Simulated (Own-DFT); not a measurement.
# Computed records: GaP (zincblende, atoms displaced)

A calculation, not a measurement: plane-wave PBE density functional theory by an unreviewed code, no spin, of a simulated periodic cell, stress positive in tension, free energy of the whole cell less one offset for each atom, forces on such cells passed a denser k mesh, this cell's mesh not checked; offsets are fitted by least squares, one for each functional and potential file, so energies compare only between cells with the same atoms and settings and are not formation energies; the far tail of each file's local potential was reset to the Coulomb form; each entry is a single point on an unrelaxed cell, so the pressure reflects the starting lattice, mostly measured values (interpolated for alloys), from which strain is counted, and rises with the displacements; printed positions are rounded, which can move forces by about a meV/angstrom; the program, named Own-DFT, is a retired in-house code; no spin-orbit coupling. Program: Own-DFT development build.

Common to all runs: functional PBE; potential files PseudoDojo norm-conserving, scalar-relativistic, standard set; wave cutoff 42 hartree; occupations Fermi-Dirac; smearing width 0.1 eV; k mesh 2 x 3 x 3 centred on Gamma.

(1) GaP (zincblende, atoms displaced)

```cif
# cell vector a (Å): 16.3515 0.0000 0.0000
# cell vector b (Å): 0.0000 10.9010 0.0000
# cell vector c (Å): 0.0000 0.0000 10.9010
data_GaP
_symmetry_space_group_name_H-M 'P 1'
_symmetry_Int_Tables_number 1
_cell_length_a 16.3515
_cell_length_b 10.9010
_cell_length_c 10.9010
_cell_angle_alpha 90.000
_cell_angle_beta 90.000
_cell_angle_gamma 90.000
_cell_volume 1943.08
loop_
_atom_site_label
_atom_site_type_symbol
_atom_site_fract_x
_atom_site_fract_y
_atom_site_fract_z
_atom_site_occupancy
Ga1 Ga 0.99725 0.00008 0.99950 1
Ga2 Ga 0.00215 0.24759 0.25113 1
Ga3 Ga 0.16674 0.99888 0.24897 1
Ga4 Ga 0.16697 0.24777 0.99881 1
P1 P 0.08546 0.12444 0.12720 1
P2 P 0.08375 0.37324 0.37527 1
P3 P 0.25093 0.12507 0.37601 1
P4 P 0.24797 0.37325 0.12603 1
Ga5 Ga 0.00028 0.00456 0.50079 1
Ga6 Ga 0.00008 0.25199 0.74910 1
Ga7 Ga 0.16634 0.99922 0.74723 1
Ga8 Ga 0.16696 0.24943 0.49867 1
P5 P 0.08476 0.12499 0.62692 1
P6 P 0.08420 0.37787 0.87656 1
P7 P 0.24893 0.12611 0.87446 1
P8 P 0.24773 0.37073 0.62879 1
Ga9 Ga 0.99982 0.50048 0.00261 1
Ga10 Ga 0.00080 0.74815 0.25168 1
Ga11 Ga 0.16568 0.50272 0.24692 1
Ga12 Ga 0.16595 0.75006 0.00121 1
P9 P 0.08263 0.62613 0.12500 1
P10 P 0.08123 0.87586 0.37608 1
P11 P 0.24953 0.62728 0.37266 1
P12 P 0.25176 0.87702 0.12222 1
Ga13 Ga 0.99823 0.50297 0.50119 1
Ga14 Ga 0.00094 0.74921 0.74918 1
Ga15 Ga 0.16545 0.50051 0.74739 1
Ga16 Ga 0.16655 0.75047 0.49852 1
P13 P 0.08640 0.62461 0.62298 1
P14 P 0.08161 0.87576 0.87682 1
P15 P 0.24980 0.62547 0.87544 1
P16 P 0.24889 0.87610 0.62314 1
Ga17 Ga 0.33327 0.99845 0.00053 1
Ga18 Ga 0.33465 0.25219 0.24959 1
Ga19 Ga 0.49917 0.99970 0.25164 1
Ga20 Ga 0.49891 0.25174 0.00261 1
P17 P 0.41712 0.12467 0.12444 1
P18 P 0.41661 0.37786 0.37537 1
P19 P 0.58329 0.12346 0.37531 1
P20 P 0.58373 0.37630 0.12508 1
Ga21 Ga 0.33487 0.99736 0.49921 1
Ga22 Ga 0.33229 0.25072 0.74832 1
Ga23 Ga 0.50074 0.00070 0.74932 1
Ga24 Ga 0.49944 0.24918 0.50182 1
P21 P 0.41904 0.12299 0.62586 1
P22 P 0.41525 0.37548 0.87586 1
P23 P 0.58069 0.12106 0.87326 1
P24 P 0.58204 0.37566 0.62318 1
Ga25 Ga 0.33301 0.50287 0.99817 1
Ga26 Ga 0.33377 0.74779 0.25046 1
Ga27 Ga 0.50024 0.50101 0.25059 1
Ga28 Ga 0.50088 0.74838 0.00302 1
P25 P 0.41912 0.62598 0.12587 1
P26 P 0.41709 0.87486 0.37340 1
P27 P 0.58399 0.62167 0.37641 1
P28 P 0.58205 0.87504 0.12588 1
Ga29 Ga 0.33207 0.50050 0.50415 1
Ga30 Ga 0.33344 0.74834 0.74995 1
Ga31 Ga 0.49939 0.49664 0.75251 1
Ga32 Ga 0.49829 0.75180 0.50013 1
P29 P 0.41682 0.62182 0.62716 1
P30 P 0.41667 0.87080 0.87815 1
P31 P 0.58398 0.62425 0.87617 1
P32 P 0.58313 0.87281 0.62587 1
Ga33 Ga 0.66686 0.99913 0.00103 1
Ga34 Ga 0.66558 0.25414 0.25398 1
Ga35 Ga 0.83291 0.00031 0.24878 1
Ga36 Ga 0.83211 0.24895 0.00118 1
P33 P 0.75186 0.12342 0.12691 1
P34 P 0.75028 0.37434 0.37740 1
P35 P 0.91664 0.12391 0.37175 1
P36 P 0.91947 0.37302 0.12417 1
Ga37 Ga 0.66621 0.99884 0.50396 1
Ga38 Ga 0.66384 0.24771 0.74819 1
Ga39 Ga 0.83497 0.00076 0.74836 1
Ga40 Ga 0.83506 0.25043 0.50272 1
P37 P 0.74885 0.12792 0.62503 1
P38 P 0.75048 0.37465 0.87461 1
P39 P 0.91655 0.12254 0.87752 1
P40 P 0.91516 0.37614 0.62572 1
Ga41 Ga 0.66557 0.49843 0.00146 1
Ga42 Ga 0.66665 0.75133 0.24789 1
Ga43 Ga 0.83647 0.50272 0.24933 1
Ga44 Ga 0.83321 0.75218 0.00001 1
P41 P 0.75016 0.62368 0.11988 1
P42 P 0.75041 0.87619 0.37404 1
P43 P 0.91695 0.62891 0.37491 1
P44 P 0.91515 0.87600 0.12419 1
Ga45 Ga 0.66481 0.50097 0.50136 1
Ga46 Ga 0.66886 0.74725 0.75008 1
Ga47 Ga 0.83190 0.50115 0.74837 1
Ga48 Ga 0.83362 0.75273 0.50013 1
P45 P 0.74900 0.62626 0.62579 1
P46 P 0.75055 0.87303 0.87692 1
P47 P 0.91924 0.62572 0.87166 1
P48 P 0.91479 0.87603 0.62212 1
```

- free energy of cell above offsets: -53.592 eV
- pressure: 2.71 GPa
- stress xx: -2.71 GPa
- stress yy: -2.71 GPa
- stress zz: -2.71 GPa
- stress yz: 0.11 GPa
- stress xz: -0.12 GPa
- stress xy: -0.04 GPa

Force:
```tsv
element	x (eV/Å)	y (eV/Å)	z (eV/Å)
Ga	0.526	0.018	0.4
Ga	-0.076	0.131	-0.097
Ga	0.216	-0.095	0.29
Ga	-0.163	0.242	0.098
P	-0.434	-0.164	-0.484
P	-0.141	0.534	0.097
P	0.107	-0.119	-0.19
P	0.405	0.339	-0.284
Ga	-0.136	-0.209	-0.026
Ga	0.016	-0.096	0.386
Ga	0.018	-0.08	0.541
Ga	-0.019	-0.118	0.06
P	-0.32	0.263	-0.255
P	-0.185	-0.24	-0.095
P	0.321	-0.408	-0.131
P	0.18	0.511	-0.555
Ga	0.018	0.038	-0.394
Ga	-0.164	0.515	-0.304
Ga	0.053	-0.344	0.333
Ga	0.118	0.18	-0.168
P	0.001	0.049	-0.002
P	0.308	0.051	-0.068
P	0.018	-0.381	0.31
P	-0.335	-0.493	0.528
Ga	0.302	-0.317	-0.178
Ga	0.074	0.263	-0.281
Ga	0.272	-0.088	0.495
Ga	0.028	0.187	-0.18
P	-0.563	0.185	0
P	0.261	-0.017	-0.249
P	-0.295	0.025	-0.201
P	0.352	-0.297	0.154
Ga	0.167	0.369	-0.411
Ga	-0.15	-0.133	0.098
Ga	0.166	0.169	-0.193
Ga	0.176	-0.176	-0.324
P	-0.157	-0.008	0.166
P	-0.056	-0.208	0.195
P	-0.02	0.137	0.164
P	-0.194	-0.205	0.18
Ga	-0.123	0.317	0.088
Ga	0.326	-0.371	0.269
Ga	-0.317	-0.707	0.178
Ga	0.019	0.056	-0.417
P	-0.618	0.159	-0.057
P	0.008	-0.202	0.016
P	0.44	0.573	0.575
P	0.046	-0.106	0.32
Ga	-0.069	-0.251	0.492
Ga	0.028	0.31	-0.296
Ga	0.061	-0.115	0.044
Ga	0.117	0.086	-0.315
P	-0.475	-0.274	-0.011
P	-0.176	-0.168	0.091
P	-0.172	0.729	-0.213
P	0.15	0.134	0.013
Ga	-0.217	-0.164	-0.26
Ga	-0.097	0.193	-0.022
Ga	0.199	0.217	0.001
Ga	0.231	-0.437	-0.006
P	0.032	0.339	-0.098
P	0.118	0.383	-0.403
P	-0.127	-0.054	-0.133
P	0.064	-0.039	0.134
Ga	-0.021	0.073	-0.058
Ga	0.226	-0.479	-0.284
Ga	0.121	-0.2	0.176
Ga	0.205	0.093	-0.092
P	-0.753	0.45	-0.043
P	0.265	0.458	-0.045
P	-0.043	0.238	0.395
P	-0.354	-0.002	0.244
Ga	0.092	0.034	-0.343
Ga	0.104	0.288	0.326
Ga	-0.482	-0.029	0.225
Ga	-0.192	-0.186	-0.447
P	0.292	-0.377	0.071
P	-0.353	-0.145	-0.04
P	-0.053	0.608	-0.488
P	0.302	0.08	0.011
Ga	0.253	-0.002	-0.385
Ga	0.102	-0.331	0.167
Ga	-0.414	-0.35	-0.081
Ga	0.28	-0.412	-0.214
P	0.117	0.127	0.586
P	-0.214	-0.048	0.117
P	-0.11	-0.271	0.202
P	0.337	-0.308	0.333
Ga	0.431	-0.197	-0.018
Ga	-0.385	0.32	0.301
Ga	0.13	0.051	0.322
Ga	-0.35	-0.19	-0.146
P	0.286	-0.171	-0.449
P	-0.093	0.408	-0.444
P	-0.517	-0.153	0.39
P	0.655	0.01	0.292
```

(2) GaP (zincblende, atoms displaced)

```cif
# cell vector a (Å): 16.3515 0.0000 0.0000
# cell vector b (Å): 0.0000 10.9010 0.0000
# cell vector c (Å): 0.0000 0.0000 10.9010
data_GaP
_symmetry_space_group_name_H-M 'P 1'
_symmetry_Int_Tables_number 1
_cell_length_a 16.3515
_cell_length_b 10.9010
_cell_length_c 10.9010
_cell_angle_alpha 90.000
_cell_angle_beta 90.000
_cell_angle_gamma 90.000
_cell_volume 1943.08
loop_
_atom_site_label
_atom_site_type_symbol
_atom_site_fract_x
_atom_site_fract_y
_atom_site_fract_z
_atom_site_occupancy
Ga1 Ga 0.00064 0.00065 0.99743 1
Ga2 Ga 0.99919 0.24748 0.25345 1
Ga3 Ga 0.16651 0.00045 0.24978 1
Ga4 Ga 0.16536 0.25214 0.99973 1
P1 P 0.08503 0.12238 0.12452 1
P2 P 0.08441 0.37143 0.37630 1
P3 P 0.24908 0.12338 0.37147 1
P4 P 0.24938 0.37689 0.12459 1
Ga5 Ga 0.99953 0.00091 0.49940 1
Ga6 Ga 0.99926 0.25096 0.75125 1
Ga7 Ga 0.16646 0.99832 0.74666 1
Ga8 Ga 0.16482 0.24795 0.49939 1
P5 P 0.08382 0.12791 0.62308 1
P6 P 0.08398 0.37475 0.87186 1
P7 P 0.25019 0.12586 0.87209 1
P8 P 0.24991 0.37900 0.62447 1
Ga9 Ga 0.00020 0.49972 0.00357 1
Ga10 Ga 0.00020 0.74873 0.24887 1
Ga11 Ga 0.16686 0.50028 0.24778 1
Ga12 Ga 0.16567 0.74911 0.99971 1
P9 P 0.08187 0.62797 0.11981 1
P10 P 0.08334 0.87342 0.37542 1
P11 P 0.24968 0.62059 0.37353 1
P12 P 0.25006 0.87667 0.12287 1
Ga13 Ga 0.99922 0.49823 0.50150 1
Ga14 Ga 0.99837 0.75536 0.75254 1
Ga15 Ga 0.16781 0.49901 0.75182 1
Ga16 Ga 0.16773 0.75091 0.50002 1
P13 P 0.08471 0.62401 0.62547 1
P14 P 0.08232 0.87535 0.87486 1
P15 P 0.25225 0.62497 0.87291 1
P16 P 0.25001 0.87214 0.62478 1
Ga17 Ga 0.33201 0.00135 0.00181 1
Ga18 Ga 0.33280 0.25182 0.25290 1
Ga19 Ga 0.50260 0.00259 0.24654 1
Ga20 Ga 0.49968 0.24892 0.99817 1
P17 P 0.41825 0.12662 0.12603 1
P18 P 0.41545 0.37626 0.37551 1
P19 P 0.58256 0.12595 0.37536 1
P20 P 0.58310 0.37793 0.12499 1
Ga21 Ga 0.33477 0.00195 0.49996 1
Ga22 Ga 0.33321 0.25096 0.74990 1
Ga23 Ga 0.50003 0.00091 0.74645 1
Ga24 Ga 0.50039 0.24889 0.49975 1
P21 P 0.41783 0.12279 0.62282 1
P22 P 0.41475 0.37471 0.87257 1
P23 P 0.58324 0.12520 0.87567 1
P24 P 0.58143 0.37558 0.62459 1
Ga25 Ga 0.33224 0.49659 0.00041 1
Ga26 Ga 0.33305 0.74956 0.24830 1
Ga27 Ga 0.50017 0.50162 0.25033 1
Ga28 Ga 0.49914 0.75144 0.00134 1
P25 P 0.41416 0.62223 0.12517 1
P26 P 0.41570 0.87355 0.37806 1
P27 P 0.58638 0.62537 0.37612 1
P28 P 0.58222 0.87140 0.12268 1
Ga29 Ga 0.33382 0.50026 0.49877 1
Ga30 Ga 0.33527 0.75190 0.75313 1
Ga31 Ga 0.50173 0.49728 0.75308 1
Ga32 Ga 0.50121 0.74901 0.49987 1
P29 P 0.41581 0.62547 0.62604 1
P30 P 0.41670 0.87293 0.87541 1
P31 P 0.58304 0.62734 0.87395 1
P32 P 0.58344 0.87626 0.62406 1
Ga33 Ga 0.66486 0.99616 0.99577 1
Ga34 Ga 0.66631 0.24698 0.25160 1
Ga35 Ga 0.83259 0.99866 0.24950 1
Ga36 Ga 0.83378 0.25198 0.00327 1
P33 P 0.74890 0.12503 0.12511 1
P34 P 0.75139 0.37481 0.37446 1
P35 P 0.91456 0.12587 0.37550 1
P36 P 0.91918 0.37856 0.12562 1
Ga37 Ga 0.66691 0.99747 0.49937 1
Ga38 Ga 0.66681 0.24771 0.75019 1
Ga39 Ga 0.83556 0.99979 0.74867 1
Ga40 Ga 0.83327 0.25017 0.50212 1
P37 P 0.74865 0.12453 0.62341 1
P38 P 0.74961 0.37295 0.87440 1
P39 P 0.91915 0.12504 0.87501 1
P40 P 0.91694 0.37664 0.62846 1
Ga41 Ga 0.66335 0.49791 0.99785 1
Ga42 Ga 0.66695 0.75426 0.25017 1
Ga43 Ga 0.83350 0.49950 0.24898 1
Ga44 Ga 0.83424 0.75136 0.99974 1
P41 P 0.75104 0.62482 0.12428 1
P42 P 0.74852 0.87334 0.37742 1
P43 P 0.91705 0.62588 0.37579 1
P44 P 0.91847 0.87671 0.12719 1
Ga45 Ga 0.66875 0.49843 0.50012 1
Ga46 Ga 0.66546 0.74623 0.74955 1
Ga47 Ga 0.83440 0.50180 0.74944 1
Ga48 Ga 0.83321 0.74930 0.49931 1
P45 P 0.74917 0.62381 0.62600 1
P46 P 0.75027 0.87505 0.87636 1
P47 P 0.91511 0.62654 0.87592 1
P48 P 0.91636 0.87489 0.62459 1
```

* free energy of cell above offsets: -53.556 eV
* pressure: 2.72 GPa
* stress xx: -2.72 GPa
* stress yy: -2.71 GPa
* stress zz: -2.72 GPa
* stress yz: -0.03 GPa
* stress xz: 0.07 GPa
* stress xy: -0.11 GPa

Force:
```tsv
element	x (eV/Å)	y (eV/Å)	z (eV/Å)
Ga	0.084	-0.055	0.391
Ga	0.277	0.069	-0.374
Ga	-0.039	-0.407	-0.041
Ga	0.225	-0.237	-0.075
P	-0.438	0.403	0.004
P	-0.34	0.518	-0.329
P	0.195	0.198	0.547
P	-0.017	-0.459	0.034
Ga	0.086	0.007	-0.038
Ga	0.252	-0.073	-0.201
Ga	-0.012	0.129	0.125
Ga	0.76	0.248	0.037
P	-0.381	-0.433	0.344
P	-0.266	0.197	0.507
P	-0.201	-0.1	0.262
P	0.002	-0.673	-0.178
Ga	0.07	0.12	-0.892
Ga	0.031	0.122	0.186
Ga	-0.451	0.034	0.054
Ga	0.447	0.179	-0.384
P	0.297	-0.364	0.709
P	0.01	0.17	-0.096
P	-0.014	0.618	0.004
P	-0.228	-0.316	0.263
Ga	0.352	0.161	-0.091
Ga	0.234	-0.75	-0.306
Ga	-0.028	0.321	-0.2
Ga	-0.089	-0.447	-0.124
P	-0.364	0.27	0.179
P	0.354	0.108	-0.037
P	-0.354	0.006	0.424
P	0.339	0.388	0.026
Ga	0.348	0.139	-0.327
Ga	0.009	-0.089	-0.352
Ga	-0.45	-0.479	0.402
Ga	-0.03	0.383	0.129
P	-0.427	0.013	-0.075
P	0.438	-0.147	0.028
P	0.264	-0.279	0.053
P	-0.164	-0.59	0.137
Ga	-0.475	-0.297	-0.083
Ga	-0.078	-0.12	-0.492
Ga	0.023	-0.212	0.472
Ga	-0.263	0.247	-0.053
P	-0.265	0.52	0.252
P	0.406	-0.088	0.386
P	-0.145	-0.162	-0.273
P	0.52	-0.236	0.012
Ga	0.064	0.291	-0.216
Ga	-0.141	0.053	0.24
Ga	-0.004	0.068	0.148
Ga	-0.313	-0.58	-0.122
P	0.436	0.216	-0.153
P	0.4	0.18	-0.648
P	-0.303	-0.032	-0.16
P	0.255	0.489	0.254
Ga	-0.033	0.145	0.25
Ga	-0.226	-0.227	-0.438
Ga	-0.461	0.418	-0.294
Ga	-0.162	-0.099	0.089
P	0.375	-0.142	0.026
P	0.163	0.749	0.135
P	-0.24	-0.262	0.318
P	0.077	-0.289	0.151
Ga	0.177	0.292	0.4
Ga	0.028	0.467	-0.168
Ga	-0.131	0.069	0.118
Ga	0.09	-0.116	-0.201
P	-0.011	-0.302	-0.187
P	-0.106	-0.174	0.002
P	0.05	-0.252	0.067
P	-0.288	-0.616	0.285
Ga	-0.179	0.329	0.026
Ga	-0.14	0.214	-0.146
Ga	-0.407	0.164	0.168
Ga	-0.017	0.164	0.051
P	0.272	-0.139	0.178
P	0.128	0.249	0.006
P	-0.577	0.16	0.111
P	-0.14	-0.258	-0.294
Ga	0.611	0.336	0.048
Ga	0.081	-0.616	-0.201
Ga	0.04	0.249	0.106
Ga	-0.085	0.046	0.335
P	-0.377	0.055	-0.073
P	0.42	0.244	-0.301
P	-0.024	-0.258	-0.115
P	-0.207	-0.052	-0.312
Ga	-0.218	-0.064	0.008
Ga	0.257	0.597	-0.049
Ga	-0.334	-0.092	0.299
Ga	-0.068	-0.092	0.203
P	0.261	0.08	-0.143
P	0.067	-0.138	-0.52
P	0.427	-0.141	-0.003
P	0.005	0.06	-0.225
```

(3) GaP (zincblende, atoms displaced)

```cif
# cell vector a (Å): 16.3515 0.0000 0.0000
# cell vector b (Å): 0.0000 10.9010 0.0000
# cell vector c (Å): 0.0000 0.0000 10.9010
data_GaP
_symmetry_space_group_name_H-M 'P 1'
_symmetry_Int_Tables_number 1
_cell_length_a 16.3515
_cell_length_b 10.9010
_cell_length_c 10.9010
_cell_angle_alpha 90.000
_cell_angle_beta 90.000
_cell_angle_gamma 90.000
_cell_volume 1943.08
loop_
_atom_site_label
_atom_site_type_symbol
_atom_site_fract_x
_atom_site_fract_y
_atom_site_fract_z
_atom_site_occupancy
Ga1 Ga 0.99919 0.00191 0.00251 1
Ga2 Ga 0.00013 0.24908 0.25258 1
Ga3 Ga 0.16717 0.99640 0.24802 1
Ga4 Ga 0.16705 0.25326 0.00073 1
P1 P 0.08334 0.12716 0.12634 1
P2 P 0.08455 0.37368 0.37164 1
P3 P 0.25068 0.12712 0.37538 1
P4 P 0.24836 0.37462 0.12469 1
Ga5 Ga 0.99950 0.00185 0.50014 1
Ga6 Ga 0.00034 0.25091 0.74892 1
Ga7 Ga 0.16824 0.99870 0.74884 1
Ga8 Ga 0.16723 0.24760 0.49943 1
P5 P 0.08313 0.12485 0.62656 1
P6 P 0.08195 0.37716 0.87644 1
P7 P 0.25035 0.12352 0.87632 1
P8 P 0.25214 0.37396 0.62327 1
Ga9 Ga 0.00007 0.49988 0.99739 1
Ga10 Ga 0.00093 0.75158 0.24882 1
Ga11 Ga 0.16777 0.50062 0.25307 1
Ga12 Ga 0.16583 0.75130 0.99761 1
P9 P 0.08193 0.62299 0.12624 1
P10 P 0.08306 0.87631 0.37598 1
P11 P 0.24908 0.62637 0.37351 1
P12 P 0.25052 0.87558 0.12650 1
Ga13 Ga 0.99905 0.50177 0.50203 1
Ga14 Ga 0.00145 0.74911 0.74950 1
Ga15 Ga 0.16776 0.50094 0.74815 1
Ga16 Ga 0.16591 0.75227 0.50138 1
P13 P 0.08219 0.62474 0.62631 1
P14 P 0.08274 0.87166 0.87691 1
P15 P 0.24935 0.62658 0.87429 1
P16 P 0.25062 0.87307 0.62581 1
Ga17 Ga 0.33263 0.00000 0.00167 1
Ga18 Ga 0.33460 0.24640 0.25126 1
Ga19 Ga 0.49982 0.00080 0.24955 1
Ga20 Ga 0.49906 0.24932 0.00060 1
P17 P 0.41708 0.12637 0.12718 1
P18 P 0.41860 0.37239 0.37387 1
P19 P 0.58430 0.12206 0.37578 1
P20 P 0.58310 0.37714 0.12224 1
Ga21 Ga 0.33333 0.99983 0.50319 1
Ga22 Ga 0.33319 0.24846 0.74701 1
Ga23 Ga 0.49863 0.00203 0.74695 1
Ga24 Ga 0.49855 0.24935 0.50114 1
P21 P 0.41641 0.12573 0.62380 1
P22 P 0.41597 0.37515 0.87648 1
P23 P 0.58509 0.12909 0.87336 1
P24 P 0.58341 0.37205 0.62305 1
Ga25 Ga 0.33229 0.49901 0.99973 1
Ga26 Ga 0.33076 0.75354 0.24967 1
Ga27 Ga 0.49910 0.50166 0.24873 1
Ga28 Ga 0.49981 0.74862 0.99994 1
P25 P 0.41692 0.62403 0.12237 1
P26 P 0.41702 0.87450 0.37565 1
P27 P 0.58349 0.62343 0.37404 1
P28 P 0.58263 0.87353 0.12909 1
Ga29 Ga 0.33135 0.49820 0.49920 1
Ga30 Ga 0.33451 0.74834 0.75114 1
Ga31 Ga 0.49839 0.49831 0.75105 1
Ga32 Ga 0.50095 0.75106 0.50129 1
P29 P 0.41610 0.62466 0.62404 1
P30 P 0.41685 0.87508 0.87577 1
P31 P 0.58315 0.62220 0.87445 1
P32 P 0.58406 0.87585 0.62790 1
Ga33 Ga 0.66781 0.00594 0.99807 1
Ga34 Ga 0.66686 0.24962 0.25029 1
Ga35 Ga 0.83212 0.00013 0.24711 1
Ga36 Ga 0.83147 0.24908 0.00121 1
P33 P 0.75000 0.12432 0.12639 1
P34 P 0.75081 0.37796 0.37437 1
P35 P 0.91500 0.12645 0.37341 1
P36 P 0.91785 0.37360 0.12241 1
Ga37 Ga 0.66601 0.00083 0.49947 1
Ga38 Ga 0.66646 0.24922 0.75057 1
Ga39 Ga 0.83257 0.00304 0.75363 1
Ga40 Ga 0.83414 0.25192 0.49997 1
P37 P 0.75202 0.12755 0.62492 1
P38 P 0.75051 0.37270 0.87462 1
P39 P 0.91551 0.13084 0.87034 1
P40 P 0.91568 0.37316 0.62477 1
Ga41 Ga 0.66792 0.49665 0.99883 1
Ga42 Ga 0.66691 0.75222 0.25287 1
Ga43 Ga 0.83393 0.49788 0.24938 1
Ga44 Ga 0.83477 0.74709 0.99923 1
P41 P 0.75032 0.62558 0.12712 1
P42 P 0.74986 0.87179 0.37310 1
P43 P 0.91704 0.62193 0.37383 1
P44 P 0.91542 0.87271 0.12528 1
Ga45 Ga 0.66664 0.49841 0.50022 1
Ga46 Ga 0.66585 0.75103 0.74645 1
Ga47 Ga 0.83254 0.50268 0.74834 1
Ga48 Ga 0.83283 0.74918 0.49908 1
P45 P 0.75109 0.62663 0.62625 1
P46 P 0.74908 0.87606 0.87516 1
P47 P 0.91804 0.62181 0.87556 1
P48 P 0.91559 0.87501 0.62735 1
```

* free energy of cell above offsets: -53.594 eV
* pressure: 2.71 GPa
* stress xx: -2.73 GPa
* stress yy: -2.7 GPa
* stress zz: -2.71 GPa
* stress yz: 0.1 GPa
* stress xz: -0.11 GPa
* stress xy: 0.04 GPa

Force:
```tsv
element	x (eV/Å)	y (eV/Å)	z (eV/Å)
Ga	-0.134	0.048	-0.34
Ga	-0.114	0.139	-0.32
Ga	-0.133	0.584	0.322
Ga	-0.244	-0.327	-0.214
P	0.147	-0.262	-0.098
P	-0.205	0.202	0.77
P	-0.08	-0.7	-0.032
P	0.535	0.075	0.367
Ga	-0.245	-0.096	0.069
Ga	0.096	0.223	0.025
Ga	-0.307	-0.099	0.319
Ga	-0.198	0.284	0.048
P	0.174	-0.023	-0.122
P	0.493	-0.237	-0.483
P	-0.131	0.282	-0.154
P	-0.6	-0.052	0.164
Ga	-0.044	-0.013	0.496
Ga	-0.161	-0.232	0.232
Ga	-0.237	-0.043	-0.446
Ga	0.062	-0.352	0.557
P	0.398	0.187	-0.193
P	-0.017	-0.005	-0.061
P	0.106	0.066	0.375
P	-0.268	-0.114	-0.524
Ga	0.168	-0.462	-0.293
Ga	-0.414	0.081	0.165
Ga	-0.1	-0.215	0.134
Ga	-0.056	-0.274	-0.082
P	0.372	0.005	-0.265
P	-0.07	0.756	-0.269
P	0.125	-0.188	0.096
P	0.069	0.068	0.034
Ga	0.304	0.041	-0.017
Ga	-0.244	0.566	-0.127
Ga	0.024	-0.175	0.183
Ga	0.194	0.172	-0.077
P	-0.025	-0.345	-0.36
P	-0.384	0.376	0.025
P	-0.333	0.464	-0.105
P	-0.019	-0.361	0.403
Ga	-0.07	-0.086	-0.443
Ga	0.08	0.099	0.541
Ga	0.26	-0.06	0.516
Ga	0.443	-0.121	-0.3
P	-0.041	-0.095	0.083
P	-0.162	-0.308	-0.239
P	-0.689	-0.471	0.144
P	-0.115	0.262	0.329
Ga	-0.105	0.089	0.03
Ga	0.663	-0.48	0.055
Ga	0.149	-0.169	-0.014
Ga	0.286	0.095	-0.025
P	-0.491	0.243	0.348
P	-0.143	0.151	0.042
P	-0.024	0.185	0.247
P	0.193	0.346	-0.711
Ga	0.495	0.227	-0.324
Ga	-0.011	0.085	-0.036
Ga	0.216	0.004	-0.247
Ga	0.03	-0.173	-0.101
P	0.054	-0.128	-0.038
P	0.024	0.16	-0.038
P	0.176	0.252	-0.076
P	-0.252	0.182	-0.474
Ga	-0.383	-0.678	0.283
Ga	-0.165	0.264	0.043
Ga	0.168	-0.268	0.325
Ga	0.322	0.1	-0.054
P	-0.091	0.231	-0.112
P	-0.129	-0.448	0.074
P	0.08	-0.273	0.143
P	-0.133	-0.033	0.225
Ga	0.494	-0.201	0.219
Ga	0.281	0.265	-0.369
Ga	0.015	-0.262	-0.31
Ga	-0.227	-0.039	-0.218
P	-0.384	-0.279	-0.116
P	0.004	0.285	-0.163
P	0.247	-0.531	0.777
P	0.229	0.441	0.076
Ga	0.088	0.41	0.046
Ga	-0.171	-0.478	-0.32
Ga	0.137	0.118	-0.27
Ga	-0.331	0.083	-0.064
P	-0.122	-0.124	-0.242
P	0.155	0.638	0.439
P	0.009	0.455	0.039
P	0.173	0.32	-0.102
Ga	0.024	0.22	0.059
Ga	0.121	-0.234	0.633
Ga	0.18	-0.422	0.29
Ga	0.338	-0.002	-0.043
P	-0.412	-0.131	-0.331
P	0.124	-0.203	0.089
P	-0.209	0.372	-0.357
P	0.098	0.074	-0.16
```
